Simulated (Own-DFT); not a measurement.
# Strain and stress in 4H SiC, 32 atoms (C16Si16)

These are calculations, not measurements. The program, named Own-DFT, is a retired in-house plane-wave density functional code that no person has reviewed. Each row is one single-point run on a periodic cell that was not relaxed, without spin or spin-orbit coupling.

Settings of every run: PBE; PseudoDojo norm-conserving scalar-relativistic files; cutoff 42 hartree; 5 x 5 x 3 k mesh centred on Gamma; Fermi-Dirac smearing of 0.1 eV.

Known limits: forces on such cells passed a denser k mesh, each cell not checked; stress not checked against mesh or cutoff.

Unstrained cell vectors in Å: (6.165, 0.000, 0.000); (-3.083, 5.339, 0.000); (0.000, 0.000, 10.068). The unstrained cell has measured lattice constants (interpolated for alloys), not those of this functional. That, the random moves and any unrelaxed bonds set the pressure at no strain. Each run strains this cell uniformly, with the atoms carried along. Every atom was also moved at random, by a Gaussian of width 0.05 Å on each axis. Strain is the symmetric tensor, in per cent. Stress is positive in tension, and the pressure is minus a third of its trace.

```
run,e_xx (%),e_yy (%),e_zz (%),e_yz (%),e_xz (%),e_xy (%),s_xx (GPa),s_yy (GPa),s_zz (GPa),s_yz (GPa),s_xz (GPa),s_xy (GPa),P (GPa),E (meV/atom)
1,-1.38,1.62,-1.22,0.62,0.58,1.29,-15.77,1.59,-8.77,2.21,3.46,6.78,7.65,34.0
2,0.42,-0.27,0.43,-0.46,-1.83,1.12,-2.25,-6.52,-4.75,-1.27,-6.07,5.13,4.50,40.1
3,-0.24,-1.73,-0.30,-0.48,1.36,-0.46,-7.01,-17.54,-8.44,-0.78,4.73,-2.89,11.00,47.8
4,-0.10,-0.54,0.27,1.45,-0.37,0.58,-2.92,-8.12,-5.30,4.74,-1.35,1.62,5.45,0.0
5,1.39,-1.46,-1.30,-1.71,1.08,1.66,1.10,-12.40,-15.23,-6.01,4.62,6.55,8.85,48.3
6,-0.12,1.91,-0.79,-0.07,1.56,-0.62,-5.05,6.74,-10.02,-0.50,4.41,-3.14,2.78,6.6
7,0.12,-1.70,0.07,1.53,-0.06,0.11,-4.51,-16.84,-7.77,5.52,-1.57,-0.61,9.71,51.6
8,-1.50,-1.38,-1.34,-1.21,0.57,-0.36,-15.89,-14.18,-17.29,-4.23,0.99,-1.93,15.79,48.6
9,-1.14,-0.12,-0.81,1.62,0.02,0.11,-10.26,-8.98,-11.02,7.53,-0.84,1.11,10.09,26.8
10,0.87,-0.20,-1.45,0.45,-0.98,-1.17,0.78,-6.73,-16.99,-0.03,-3.72,-5.96,7.65,35.0
11,0.79,-1.75,1.34,-1.32,1.39,1.84,-2.73,-14.35,2.01,-3.33,5.27,8.20,5.02,47.8
12,-0.70,-1.18,1.17,0.51,-1.04,-1.88,-10.20,-9.35,-2.26,0.81,-4.21,-7.37,7.27,40.7
13,-0.36,1.75,1.71,-0.68,0.42,-1.97,-4.04,2.98,1.74,-2.76,2.31,-8.98,-0.22,39.4
14,-1.47,-1.86,-1.96,0.93,0.30,1.60,-18.56,-15.64,-24.81,3.23,1.98,10.71,19.67,79.4
15,0.76,-0.91,-1.50,0.48,-1.66,0.47,-2.68,-7.87,-16.79,1.31,-4.58,2.13,9.11,37.2
16,1.51,-0.31,1.85,-1.14,-1.39,1.18,?,?,?,?,?,?,?,?
```

E is the free energy for each atom above the lowest run shown.

## Worked fit

Each stress component was fitted by least squares to a constant and the strains of the runs shown, as fractions, with shears doubled. Shear strains stay in the fit of a normal stress only where such slopes are resolved. The slopes, in GPa:

| stress | at no strain | per e_xx | per e_yy | per e_zz | scatter |
|---|---|---|---|---|---|
| s_xx | -4.9 | 629 ± 53 | 78 ± 37 | 78 ± 42 | 1.78 |
| s_yy | -5.5 | 85 ± 53 | 552 ± 37 | -2 ± 42 | 1.77 |
| s_zz | -6.8 | 46 ± 69 | 106 ± 48 | 599 ± 55 | 2.32 |

Each shear stress against twice its own strain: yz 180 ± 12, xz 161 ± 13, xy 241 ± 14 GPa. These are stiffnesses along x, y and z of the frame in which the cell vectors are given, which need not be the crystal's axes. The atoms are held to the strained lattice; where symmetry lets them move under strain, relaxing them would lower some slopes. The table should be nearly symmetric about its diagonal, and what it lacks of that shows the noise. A ninth of its sum, 241 ± 9 GPa, estimates the bulk modulus near the mean pressure of these runs, 8.3 GPa, so it lies above the value at zero pressure.

## Withheld run

Question: what normal stresses and pressure should run 16 give?

The fit gives s_xx = 5.8, s_yy = -5.9, s_zz = 4.7 and P = -1.5 GPa. The calculation gave 4.19, -3.42, 5.30 and P = -2.02 GPa.
